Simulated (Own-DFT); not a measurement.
## Calculated data, Hf₃₁SiO₆₄ (monoclinic hafnia with substituted atoms, atoms displaced), Hf₁₆O₃₁ (monoclinic hafnia with two neutral oxygen vacancies, strained, atoms displaced)

Computed with Own-DFT development build. A calculation, not a measurement: plane-wave PBE and HSE06 DFT by an unreviewed code, no spin, of a simulated cell at Gamma alone, so results move with cell size and shape, stress positive in tension, energies less offsets, not probed for a lower state with spin; hafnium file: forces about 75 meV/angstrom off all-electron values; oxygen file: force components 24 meV/angstrom off all-electron in a glass; k mesh not checked against a denser one; forces and stress are PBE's, HSE06 gives the energy alone, and its difference from PBE has offsets of its own; offsets are fitted by least squares, one for each functional and potential file, so energies compare only between cells with the same atoms and settings and are not formation energies; the far tail of each file's local potential was reset to the Coulomb form; each entry is a single point on an unrelaxed cell, so the pressure reflects the starting lattice, mostly measured values, from which strain is counted, and rises with the displacements; printed positions are rounded, which can move forces by about a meV/angstrom; the program is a retired in-house code; no spin-orbit coupling.

Settings shared by all entries: first functional PBE; second functional HSE06; exact exchange share 0.25; screening 0.11 1/bohr; exchange divergence Gygi-Baldereschi; potential files PseudoDojo norm-conserving, scalar-relativistic, made for PBE, standard set; wave cutoff 48 hartree; occupations fixed; k mesh 1 x 1 x 1 centred on Gamma.

(1) Hf₃₁SiO₆₄ (monoclinic hafnia with substituted atoms, atoms displaced)

```
cell vectors (Å)
  10.2340     0.0000     0.0000
   0.0000    10.3500     0.0000
  -1.6955     0.0000    10.4453
atoms (fractions of the cell vectors)
Hf  0.13598  0.02177  0.10359
Hf  0.36473  0.27071  0.14329
Hf  0.36575  0.47939  0.39643
Si  0.14001  0.23356  0.35377
O   0.03810  0.16191  0.17183
O   0.46141  0.41703  0.07189
O   0.46421  0.33350  0.32760
O   0.04232  0.08265  0.42126
O   0.21761  0.37595  0.23727
O   0.27335  0.12406  0.00812
O   0.27599  0.11871  0.26373
O   0.21893  0.37739  0.48731
Hf  0.14387  0.02109  0.60077
Hf  0.36203  0.27162  0.64230
Hf  0.35696  0.48078  0.89312
Hf  0.13789  0.23175  0.85259
O   0.03670  0.17122  0.67307
O   0.46686  0.42095  0.57483
O   0.46467  0.33747  0.82466
O   0.03363  0.08599  0.92668
O   0.23019  0.38182  0.73960
O   0.27151  0.13060  0.50956
O   0.27680  0.11758  0.76781
O   0.21933  0.36848  0.99224
Hf  0.13809  0.52355  0.10327
Hf  0.36483  0.77171  0.14593
Hf  0.36158  0.97652  0.39361
Hf  0.13647  0.73221  0.35331
O   0.03255  0.66329  0.17540
O   0.45956  0.91142  0.07103
O   0.46344  0.83756  0.32224
O   0.03823  0.58657  0.42375
O   0.22150  0.88190  0.24096
O   0.27435  0.63038  0.00899
O   0.27966  0.62126  0.25906
O   0.22816  0.87472  0.49079
Hf  0.13882  0.51852  0.60487
Hf  0.36706  0.76715  0.64772
Hf  0.36193  0.98090  0.89897
Hf  0.13541  0.72979  0.85787
O   0.03340  0.66739  0.67453
O   0.45392  0.91521  0.57438
O   0.46369  0.83376  0.82548
O   0.03422  0.58505  0.92444
O   0.22416  0.88240  0.73369
O   0.27529  0.63471  0.50597
O   0.27562  0.62128  0.75803
O   0.22093  0.86828  0.99483
Hf  0.63536  0.02075  0.09952
Hf  0.86230  0.27213  0.14865
Hf  0.86131  0.48190  0.39796
Hf  0.64052  0.22843  0.35566
O   0.53399  0.16464  0.16944
O   0.96176  0.41639  0.07597
O   0.96578  0.33058  0.33145
O   0.53911  0.08386  0.42720
O   0.72728  0.37386  0.24430
O   0.77172  0.12761  0.01105
O   0.77707  0.11940  0.26344
O   0.72655  0.37031  0.49110
Hf  0.64248  0.01896  0.60724
Hf  0.86486  0.27008  0.63909
Hf  0.86198  0.47945  0.89728
Hf  0.63129  0.23345  0.85115
O   0.53355  0.16581  0.67274
O   0.96308  0.41494  0.57622
O   0.96095  0.33303  0.83011
O   0.53462  0.08526  0.92394
O   0.72922  0.38084  0.73682
O   0.77487  0.12840  0.50298
O   0.77453  0.12245  0.76368
O   0.71929  0.37008  0.98659
Hf  0.64065  0.51896  0.11039
Hf  0.86139  0.77055  0.14294
Hf  0.86292  0.98157  0.39602
Hf  0.63589  0.73137  0.35159
O   0.53882  0.66557  0.17554
O   0.96654  0.91703  0.07684
O   0.95968  0.83550  0.32482
O   0.53738  0.57957  0.41893
O   0.72535  0.88074  0.24161
O   0.77307  0.63114  0.01054
O   0.77204  0.62088  0.25972
O   0.72410  0.86380  0.48500
Hf  0.64190  0.52218  0.60451
Hf  0.86198  0.76989  0.64574
Hf  0.86620  0.98164  0.89528
Hf  0.63758  0.72598  0.84962
O   0.54005  0.66470  0.67596
O   0.96754  0.91926  0.57778
O   0.96360  0.83241  0.82589
O   0.53982  0.58453  0.92457
O   0.72411  0.88049  0.73800
O   0.77654  0.62645  0.51323
O   0.77474  0.62501  0.75913
O   0.72763  0.87544  0.99657
```

The calculation gives: PBE energy of cell above offsets -90.671 eV; HSE06 less PBE above offsets 0.071 eV; PBE pressure 2.84 GPa; PBE stress xx -2.59 GPa; PBE stress yy -2.38 GPa; PBE stress zz -3.55 GPa; PBE stress yz 0.1 GPa; PBE stress xz -0.25 GPa; PBE stress xy 0.57 GPa.

Force:
| element | x (eV/Å) | y (eV/Å) | z (eV/Å) |
| --- | --- | --- | --- |
| Hf | 0.543 | -0.407 | 0.707 |
| Hf | -0.891 | -0.399 | 0.557 |
| Hf | -0.755 | 0.257 | -0.719 |
| Si | -1.718 | -0.726 | -1.334 |
| O | -0.781 | 1.936 | 1.734 |
| O | 0.31 | 0.013 | 0.592 |
| O | 0.245 | -0.241 | -0.393 |
| O | 0.734 | 1.933 | -1.1 |
| O | -0.206 | -0.896 | 1.224 |
| O | 0.407 | 0.804 | 0.597 |
| O | -0.708 | 1.65 | 0.444 |
| O | 0.106 | -1.983 | -0.892 |
| Hf | -0.672 | -0.13 | 0.591 |
| Hf | 0.23 | -0.191 | 0.052 |
| Hf | 1.032 | 0.397 | 0.68 |
| Hf | -0.602 | -0.775 | 0.39 |
| O | 0.375 | -0.35 | -0.169 |
| O | -0.7 | -0.77 | 0.489 |
| O | -0.305 | 0.083 | -0.16 |
| O | 0.185 | 0.403 | -0.783 |
| O | -0.67 | -0.462 | -0.059 |
| O | 0.632 | 1.444 | -0.253 |
| O | 0.08 | 1.311 | -1.223 |
| O | 0.481 | 0.407 | -0.653 |
| Hf | -0.196 | -0.55 | 0.707 |
| Hf | -1.034 | -0.427 | -0.082 |
| Hf | -0.41 | 0.884 | 0.319 |
| Hf | 0.219 | 0.293 | 0.146 |
| O | 0.17 | 0.049 | -0.213 |
| O | 1.21 | 0.637 | 0.6 |
| O | 0.635 | -0.478 | 0.151 |
| O | -0.949 | -0.543 | 0.132 |
| O | 0.298 | -0.666 | -0.1 |
| O | 0.203 | -0.43 | -0.05 |
| O | -0.321 | -0.102 | -0.063 |
| O | -0.833 | -0.544 | -0.692 |
| Hf | -0.373 | 1.321 | -0.598 |
| Hf | -1.358 | 0.889 | -0.314 |
| Hf | -0.481 | -0.818 | -1.054 |
| Hf | 0.604 | 0.624 | -0.929 |
| O | 0.337 | -0.606 | -0.167 |
| O | 2.257 | 0.772 | 0.559 |
| O | 0.492 | -0.152 | 0.222 |
| O | -0.126 | -0.096 | -0.059 |
| O | 0.003 | -0.907 | 1.04 |
| O | 0.148 | -0.692 | 0.531 |
| O | -0.186 | -0.104 | 0.328 |
| O | 0.09 | -0.041 | -0.824 |
| Hf | 0.879 | -0.404 | 0.819 |
| Hf | 0.706 | -1.271 | -0.469 |
| Hf | 0.792 | -0.112 | -0.11 |
| Hf | -0.514 | -0.509 | -0.199 |
| O | -0.174 | 0.359 | 0.458 |
| O | 0.118 | 0.181 | 0.273 |
| O | 1.958 | -0.944 | 0.16 |
| O | -0.453 | -0.228 | -0.256 |
| O | -0.088 | 0.728 | -0.445 |
| O | 0.43 | 0.546 | 0.257 |
| O | -0.18 | 0.489 | -0.601 |
| O | -0.295 | -0.018 | -0.453 |
| Hf | -1.076 | 0.362 | -0.742 |
| Hf | -0.644 | -0.282 | 1.333 |
| Hf | -0.437 | -0.341 | -0.282 |
| Hf | 1.259 | -0.639 | 0.533 |
| O | -0.089 | -0.077 | -0.308 |
| O | 0.85 | 0.812 | 0.15 |
| O | 0.731 | -0.129 | -0.327 |
| O | -0.435 | 0.004 | -0.426 |
| O | -0.546 | 0.077 | -0.027 |
| O | 0.127 | 0.003 | 1.468 |
| O | 0.107 | -0.012 | -0.828 |
| O | 0.214 | 0.454 | 0.589 |
| Hf | -0.339 | 0.24 | -1.474 |
| Hf | -0.281 | 0.918 | 0.468 |
| Hf | 0.421 | -0.324 | -0.383 |
| Hf | 0.394 | -0.141 | 0.172 |
| O | -0.716 | 0.064 | -0.69 |
| O | -0.225 | -0.494 | -0.09 |
| O | 0.889 | -0.581 | 0.225 |
| O | 0.27 | 0.534 | 0.215 |
| O | -0.477 | -0.221 | -0.424 |
| O | 0.342 | -0.432 | 0.112 |
| O | 0.544 | -0.35 | 0.376 |
| O | -0.006 | 1.039 | 1.046 |
| Hf | 0.132 | -0.594 | -0.038 |
| Hf | 0.593 | 0.467 | -0.334 |
| Hf | -0.861 | -0.028 | 0.573 |
| Hf | -0.172 | 1.003 | 1.744 |
| O | -0.552 | -0.014 | -0.742 |
| O | -0.505 | -0.079 | -0.09 |
| O | -0.043 | 0.216 | 0.337 |
| O | -0.996 | -0.507 | -0.126 |
| O | -0.015 | -0.206 | 0.048 |
| O | 0.25 | -0.073 | -0.391 |
| O | 0.541 | -0.452 | 0.268 |
| O | -0.182 | -0.655 | -1.285 |

(2) Hf₁₆O₃₁ (monoclinic hafnia with two neutral oxygen vacancies, strained, atoms displaced)

```
cell vectors (Å)
  10.0786     0.1362    -0.1385
   0.1378    10.2159    -0.0990
  -1.8111    -0.1225    10.2893
atoms (fractions of the cell vectors)
Hf  0.13502  0.01706  0.10177
Hf  0.35892  0.26418  0.14521
Hf  0.36600  0.48094  0.39324
Hf  0.14181  0.23194  0.35054
O   0.03537  0.16136  0.16982
O   0.46249  0.41261  0.07137
O   0.46408  0.33778  0.32627
O   0.03780  0.07976  0.41892
O   0.22578  0.37958  0.24469
O   0.27988  0.13146  0.01282
O   0.27372  0.12164  0.25773
O   0.22384  0.36686  0.49096
Hf  0.14234  0.01918  0.60593
Hf  0.36006  0.27201  0.65272
Hf  0.36074  0.47859  0.89154
Hf  0.13005  0.22843  0.85149
O   0.04009  0.17105  0.67485
O   0.46116  0.41527  0.57467
O   0.45924  0.33650  0.83293
O   0.04118  0.08296  0.92809
O   0.22293  0.37617  0.74249
O   0.27324  0.13263  0.50765
O   0.22972  0.37225  0.99483
Hf  0.13676  0.52049  0.09946
Hf  0.35798  0.76819  0.14725
Hf  0.36393  0.97573  0.39804
Hf  0.14102  0.72784  0.35764
O   0.03725  0.66863  0.17130
O   0.46824  0.91452  0.08063
O   0.46815  0.83080  0.32843
O   0.04078  0.58955  0.41896
O   0.22190  0.87689  0.24097
O   0.27603  0.62733  0.01138
O   0.27806  0.62231  0.26200
O   0.22489  0.86648  0.48100
Hf  0.14279  0.52094  0.60617
Hf  0.35848  0.76917  0.63993
Hf  0.36682  0.98086  0.89583
Hf  0.14370  0.72649  0.85364
O   0.03611  0.66466  0.67531
O   0.46320  0.91577  0.57548
O   0.47165  0.83469  0.82782
O   0.03976  0.58376  0.93001
O   0.27899  0.63026  0.51184
O   0.27980  0.62245  0.76460
O   0.21951  0.86796  0.99029
Hf  0.63854  0.02095  0.10550
Hf  0.86058  0.26835  0.14310
Hf  0.85950  0.48111  0.40059
Hf  0.63526  0.22950  0.35144
O   0.53709  0.16776  0.17676
O   0.96210  0.41344  0.07443
O   0.96542  0.33370  0.32492
O   0.53553  0.08178  0.43041
O   0.72898  0.38036  0.24106
O   0.77884  0.12868  0.00952
O   0.77409  0.12291  0.25764
O   0.72798  0.37900  0.49435
Hf  0.63887  0.02023  0.60171
Hf  0.86031  0.26868  0.64379
Hf  0.85647  0.47932  0.89370
Hf  0.63974  0.23285  0.85751
O   0.54044  0.16733  0.67384
O   0.96219  0.41566  0.57984
O   0.96318  0.33165  0.82530
O   0.53659  0.08527  0.92294
O   0.72682  0.37815  0.73908
O   0.78001  0.13181  0.51628
O   0.77178  0.11957  0.75961
O   0.72270  0.36601  0.98847
Hf  0.64432  0.52028  0.10227
Hf  0.85966  0.76936  0.14780
Hf  0.86326  0.98005  0.39238
Hf  0.63763  0.72664  0.34761
O   0.54043  0.66707  0.17117
O   0.96075  0.91478  0.07831
O   0.96483  0.83634  0.32758
O   0.53459  0.58595  0.42762
O   0.72188  0.87598  0.23848
O   0.77491  0.62730  0.01336
O   0.77774  0.61363  0.26231
O   0.71924  0.87052  0.49084
Hf  0.64041  0.51926  0.60511
Hf  0.86591  0.76834  0.64963
Hf  0.87133  0.97910  0.89891
Hf  0.63676  0.73148  0.85348
O   0.53391  0.67032  0.66861
O   0.96521  0.91630  0.57310
O   0.95717  0.82702  0.82474
O   0.54212  0.58133  0.92500
O   0.72396  0.87685  0.73852
O   0.77801  0.62686  0.51571
O   0.77412  0.62770  0.76246
O   0.73127  0.87850  0.99052
```

The calculation gives: PBE energy of cell above offsets -86.455 eV; HSE06 less PBE above offsets -0.687 eV; PBE pressure 17.32 GPa; PBE stress xx -17.77 GPa; PBE stress yy -16.3 GPa; PBE stress zz -17.89 GPa; PBE stress yz -3.61 GPa; PBE stress xz -4.48 GPa; PBE stress xy 5.66 GPa.

Force:
| element | x (eV/Å) | y (eV/Å) | z (eV/Å) |
| --- | --- | --- | --- |
| Hf | 1.279 | -0.264 | 1.56 |
| Hf | -0.22 | 2.32 | -0.208 |
| Hf | -1.36 | -0.01 | 0.856 |
| Hf | -0.678 | -0.464 | 0.783 |
| O | -0.89 | 0.813 | 0.007 |
| O | 1.168 | 0.261 | 1.109 |
| O | 1.421 | -1.076 | -0.01 |
| O | -0.188 | 0.324 | -0.098 |
| O | -0.624 | -0.111 | -0.642 |
| O | -0.166 | -1.465 | -1.386 |
| O | 1.107 | -0.592 | 0.113 |
| O | -0.139 | 1.283 | 0.503 |
| Hf | -0.329 | 0.058 | -0.935 |
| Hf | 0.745 | -0.767 | -2.13 |
| Hf | -0.378 | 0.711 | 2.987 |
| Hf | 2.568 | -0.084 | 2.045 |
| O | 0.29 | -1.117 | -1.166 |
| O | 0.609 | -0.023 | 1.166 |
| O | 2.086 | -1.907 | -0.947 |
| O | -0.665 | 0.013 | -1.409 |
| O | -0.876 | 0.432 | -0.149 |
| O | 0.366 | -0.902 | 1.275 |
| O | -1.009 | -0.283 | -1.13 |
| Hf | 0.456 | -0.794 | 1.705 |
| Hf | 0.313 | 0.353 | -0.329 |
| Hf | -0.68 | 0.846 | -0.534 |
| Hf | -0.248 | -0.132 | -1.583 |
| O | -0.477 | 0.139 | -0.063 |
| O | -0.474 | -0.049 | 0.007 |
| O | -0.545 | 0.308 | -0.246 |
| O | -1.524 | -1.64 | 1.1 |
| O | 0.146 | 0.182 | -0.275 |
| O | 0.43 | 0.202 | -0.057 |
| O | 0.577 | 0.137 | -0.506 |
| O | -0.129 | 1.376 | 1.999 |
| Hf | -0.508 | -0.908 | -1.43 |
| Hf | 0.765 | 1.442 | 0.825 |
| Hf | -0.616 | 0.139 | 0.093 |
| Hf | -0.899 | 0.42 | 1.139 |
| O | 0.727 | -0.591 | -0.201 |
| O | -0.238 | -0.237 | 0.745 |
| O | -2.03 | 0.852 | -0.19 |
| O | -1.245 | 0.153 | -2.322 |
| O | -0.297 | -0.984 | 0.203 |
| O | 0.35 | 0.409 | -1.227 |
| O | 0.719 | 0.369 | -0.806 |
| Hf | 0.636 | -0.633 | -0.71 |
| Hf | 0.6 | 0.509 | 0.687 |
| Hf | 1.282 | -0.621 | -0.414 |
| Hf | 0.54 | 0.345 | 1.651 |
| O | -0.362 | -0.292 | -0.556 |
| O | 0.286 | 0.163 | 0.03 |
| O | 0.115 | 0.174 | 0.469 |
| O | 0.069 | 1.165 | -2.058 |
| O | -1.146 | -0.622 | 0.162 |
| O | -0.235 | -0.155 | -0.032 |
| O | 0.461 | -0.319 | 0.3 |
| O | -0.868 | -1.269 | -1.116 |
| Hf | 0.773 | -0.947 | 1.363 |
| Hf | -0.137 | 0.684 | -0.015 |
| Hf | 0.794 | 0.409 | 0.648 |
| Hf | -0.008 | -1.929 | -0.915 |
| O | -1.825 | 1.064 | 0.121 |
| O | 1.546 | 0.645 | 0.422 |
| O | -0.484 | 0.807 | 0.706 |
| O | -0.448 | 0.194 | -0.237 |
| O | -1.034 | 0.165 | 0.596 |
| O | -0.337 | -0.702 | -1.509 |
| O | 1.334 | 0.263 | 0.549 |
| O | 0.283 | 1.364 | 0.229 |
| Hf | -1.497 | -0.977 | 0.303 |
| Hf | 0.613 | 0.174 | -0.504 |
| Hf | -0.333 | 0.233 | 1.122 |
| Hf | 0.664 | 0.175 | 2.513 |
| O | -0.986 | -0.051 | -0.68 |
| O | 1.175 | 0.165 | 0.589 |
| O | 0.385 | -0.715 | -0.218 |
| O | 0.381 | 0.259 | -0.931 |
| O | -0.375 | 0.257 | 0.236 |
| O | 0.663 | 0.093 | -0.214 |
| O | 0.588 | 1.186 | -0.469 |
| O | 0.744 | -0.057 | -0.714 |
| Hf | -0.62 | 0.758 | -0.068 |
| Hf | -2.02 | 1.297 | -2.236 |
| Hf | -2.558 | 0.134 | -1.092 |
| Hf | 1.052 | 0.038 | 0.527 |
| O | 0.072 | -0.484 | 0.3 |
| O | 0.565 | -0.135 | 1.137 |
| O | 2.238 | -0.066 | 1.546 |
| O | -0.845 | 0.104 | -1.265 |
| O | -0.459 | 0.293 | 0.329 |
| O | 0.049 | 0.004 | -0.482 |
| O | 0.89 | -1.309 | -0.049 |
| O | -0.91 | -0.981 | -0.296 |

(3) Hf₃₁SiO₆₄ (monoclinic hafnia with substituted atoms, atoms displaced)

```
cell vectors (Å)
  10.2340     0.0000     0.0000
   0.0000    10.3500     0.0000
  -1.6955     0.0000    10.4453
atoms (fractions of the cell vectors)
Hf  0.13789  0.02024  0.10296
Hf  0.36221  0.26948  0.14571
Hf  0.36415  0.48190  0.39898
Si  0.14199  0.23203  0.35452
O   0.04040  0.16482  0.17594
O   0.46564  0.41557  0.08529
O   0.46215  0.33384  0.32984
O   0.03601  0.08564  0.42590
O   0.22623  0.38318  0.24268
O   0.27444  0.12885  0.00940
O   0.27765  0.12472  0.25950
O   0.22320  0.36848  0.48694
Hf  0.13611  0.01849  0.60307
Hf  0.36496  0.26686  0.64922
Hf  0.36069  0.48620  0.89295
Hf  0.14190  0.23138  0.85691
O   0.03502  0.16538  0.67366
O   0.45802  0.41827  0.57451
O   0.46313  0.33726  0.82592
O   0.03396  0.08329  0.92519
O   0.22468  0.37640  0.74156
O   0.27903  0.12517  0.50866
O   0.27888  0.11855  0.75875
O   0.22330  0.37112  0.99472
Hf  0.13460  0.51665  0.10365
Hf  0.36391  0.76747  0.14446
Hf  0.36082  0.98424  0.39557
Hf  0.13565  0.73112  0.35260
O   0.03746  0.66271  0.17504
O   0.46892  0.91370  0.07392
O   0.46603  0.83966  0.32914
O   0.04098  0.58172  0.42518
O   0.22433  0.87574  0.24005
O   0.27382  0.62600  0.01048
O   0.27692  0.61827  0.25833
O   0.22587  0.87103  0.49187
Hf  0.13653  0.52028  0.60813
Hf  0.35927  0.77156  0.64666
Hf  0.36271  0.97751  0.89372
Hf  0.13744  0.73060  0.85737
O   0.03772  0.66918  0.67185
O   0.46428  0.92099  0.57611
O   0.45860  0.83056  0.83019
O   0.03879  0.58524  0.92200
O   0.22491  0.88389  0.74403
O   0.27295  0.63049  0.50449
O   0.27723  0.62005  0.76210
O   0.22697  0.86777  0.99206
Hf  0.64054  0.02094  0.10522
Hf  0.86010  0.27601  0.14482
Hf  0.85813  0.47690  0.39575
Hf  0.63948  0.23778  0.34910
O   0.53845  0.16278  0.16841
O   0.96535  0.41434  0.08308
O   0.96468  0.32746  0.32756
O   0.53743  0.07848  0.42726
O   0.72778  0.38077  0.23765
O   0.77700  0.12624  0.00959
O   0.77629  0.12020  0.26250
O   0.72282  0.37197  0.48716
Hf  0.63859  0.01765  0.59881
Hf  0.86130  0.27027  0.64885
Hf  0.86260  0.48341  0.89533
Hf  0.63508  0.23121  0.85527
O   0.53785  0.16354  0.67340
O   0.96311  0.41593  0.57933
O   0.96673  0.33156  0.82306
O   0.54004  0.08536  0.92278
O   0.72648  0.38037  0.74345
O   0.77797  0.12764  0.50778
O   0.77209  0.12326  0.75811
O   0.72580  0.36968  0.98983
Hf  0.64144  0.51777  0.10765
Hf  0.86291  0.76803  0.14545
Hf  0.86515  0.97977  0.39831
Hf  0.64125  0.73083  0.35435
O   0.53334  0.66551  0.17058
O   0.96289  0.91167  0.07757
O   0.96630  0.83791  0.32244
O   0.53849  0.58716  0.42670
O   0.71553  0.87847  0.24664
O   0.77304  0.63339  0.00775
O   0.77218  0.62107  0.25652
O   0.72465  0.86938  0.48730
Hf  0.64110  0.52071  0.60177
Hf  0.85950  0.77404  0.64477
Hf  0.85904  0.98148  0.89459
Hf  0.63594  0.73127  0.84907
O   0.53527  0.66913  0.67255
O   0.96275  0.91507  0.57565
O   0.95975  0.84072  0.82358
O   0.53863  0.58467  0.92268
O   0.72254  0.87659  0.73661
O   0.77538  0.62911  0.51548
O   0.77827  0.61570  0.75831
O   0.72772  0.86566  0.98860
```

It finds PBE energy of cell above offsets -90.584 eV; HSE06 less PBE above offsets 0.127 eV; PBE pressure 2.4 GPa; PBE stress xx -1.97 GPa; PBE stress yy -2.23 GPa; PBE stress zz -2.99 GPa; PBE stress yz 0.26 GPa; PBE stress xz 0.09 GPa; PBE stress xy -0.04 GPa.

Force:
| element | x (eV/Å) | y (eV/Å) | z (eV/Å) |
| --- | --- | --- | --- |
| Hf | -0.408 | -0.241 | 0.534 |
| Hf | -0.346 | 0.227 | 0.301 |
| Hf | -0.828 | 0.032 | -0.865 |
| Si | -1.74 | -0.06 | -0.981 |
| O | -0.105 | 0.994 | 1.326 |
| O | 0.539 | 0.472 | -0.691 |
| O | 1.118 | -0.624 | -0.265 |
| O | 1.616 | 1.643 | -0.928 |
| O | -0.838 | -1.489 | 0.531 |
| O | 0.327 | -0.08 | 0.038 |
| O | -0.913 | 0.624 | 0.846 |
| O | -0.749 | -1.81 | -0.984 |
| Hf | 0.47 | 1.034 | 0.089 |
| Hf | -0.124 | -0.115 | -1.031 |
| Hf | 0.589 | -0.857 | 1.308 |
| Hf | -0.484 | -0.784 | -0.592 |
| O | 0.074 | -0.121 | 0.2 |
| O | 0.917 | 0.081 | 0.935 |
| O | 0.304 | -0.12 | 0.348 |
| O | 0.133 | 0.238 | -0.144 |
| O | -0.134 | 0.366 | -0.036 |
| O | -0.717 | 0.981 | -0.018 |
| O | -0.171 | 0.509 | 0.202 |
| O | 0.209 | -0.039 | -0.658 |
| Hf | 1.329 | 0.407 | 1.097 |
| Hf | -0.126 | 0.57 | 0.854 |
| Hf | 0.189 | -0.754 | -0.084 |
| Hf | 1.021 | -0.427 | 0.154 |
| O | -0.897 | 0.306 | -0.409 |
| O | -0.229 | 0.07 | 0.034 |
| O | 0.424 | -0.991 | -0.449 |
| O | -1.529 | -0.414 | -0.294 |
| O | -0.097 | 0.561 | -0.282 |
| O | 0.305 | 0.135 | -0.282 |
| O | 0.018 | 0.494 | -0.003 |
| O | -0.417 | -0.073 | 0.045 |
| Hf | -0.083 | -0.096 | -1.191 |
| Hf | 0.457 | 0.408 | -0.906 |
| Hf | 0.115 | 0.588 | 0.9 |
| Hf | -0.122 | 0.687 | -0.538 |
| O | -0.204 | 0.169 | 0.312 |
| O | -0.547 | -1.005 | 0.842 |
| O | 0.844 | -0.441 | -0.391 |
| O | -1.064 | -0.603 | -0.079 |
| O | -0.311 | -0.85 | -0.374 |
| O | 0.29 | -0.013 | 1.28 |
| O | -0.21 | 0.519 | -0.377 |
| O | -0.166 | 0.194 | -0.392 |
| Hf | 0.141 | -0.821 | -0.006 |
| Hf | 1.12 | -2.608 | 0.292 |
| Hf | 2.323 | 0.464 | 0.666 |
| Hf | -0.901 | -2.557 | 0.793 |
| O | -0.836 | 1.173 | 0.62 |
| O | 0.018 | 0.714 | -0.955 |
| O | 1.318 | -0.185 | 0.685 |
| O | 0.534 | 1.522 | -1.329 |
| O | -0.267 | -0.339 | 0.684 |
| O | 0.218 | 0.614 | 0.44 |
| O | 0.055 | 0.381 | -0.409 |
| O | -0.139 | 0.191 | 0.11 |
| Hf | -0.204 | 0.719 | 0.406 |
| Hf | 0.439 | -0.814 | -0.331 |
| Hf | -0.091 | -0.738 | -0.225 |
| Hf | 0.504 | -0.446 | -0.455 |
| O | -0.614 | 0.705 | 0.073 |
| O | 0.006 | 0.398 | -0.335 |
| O | -0.235 | 0.883 | 1.153 |
| O | -0.877 | -0.577 | -0.16 |
| O | -0.203 | 0.021 | -0.502 |
| O | -0.125 | 0.516 | 0.283 |
| O | 0.396 | -0.333 | 0.348 |
| O | -0.057 | 0.523 | 0.236 |
| Hf | -1.331 | 1.379 | -1.508 |
| Hf | -0.201 | 0.691 | -0.126 |
| Hf | -0.567 | 0.734 | -1.004 |
| Hf | -1.359 | 0.583 | -0.32 |
| O | 0.5 | -0.383 | 0.27 |
| O | 0.621 | 0.513 | -0.229 |
| O | -0.222 | -0.315 | 0.306 |
| O | -0.25 | -0.378 | -0.35 |
| O | 1.179 | 0.073 | -1.005 |
| O | 0.613 | -1.153 | 0.078 |
| O | 0.518 | -0.483 | 0.829 |
| O | 0.162 | -0.011 | 0.647 |
| Hf | -1.096 | 0.076 | 0.812 |
| Hf | 0.393 | -0.511 | 0.304 |
| Hf | -0.074 | 0.174 | 0.352 |
| Hf | 0.095 | -0.255 | 0.86 |
| O | -0.027 | -0.289 | -0.383 |
| O | 0.446 | 0.149 | 0.071 |
| O | 1.188 | -1.061 | 0.133 |
| O | -0.658 | -0.574 | -0.035 |
| O | -0.237 | 0.092 | 0.056 |
| O | 0.614 | -0.195 | -0.868 |
| O | -0.127 | 0.723 | 0.122 |
| O | -0.435 | 0.718 | -0.028 |
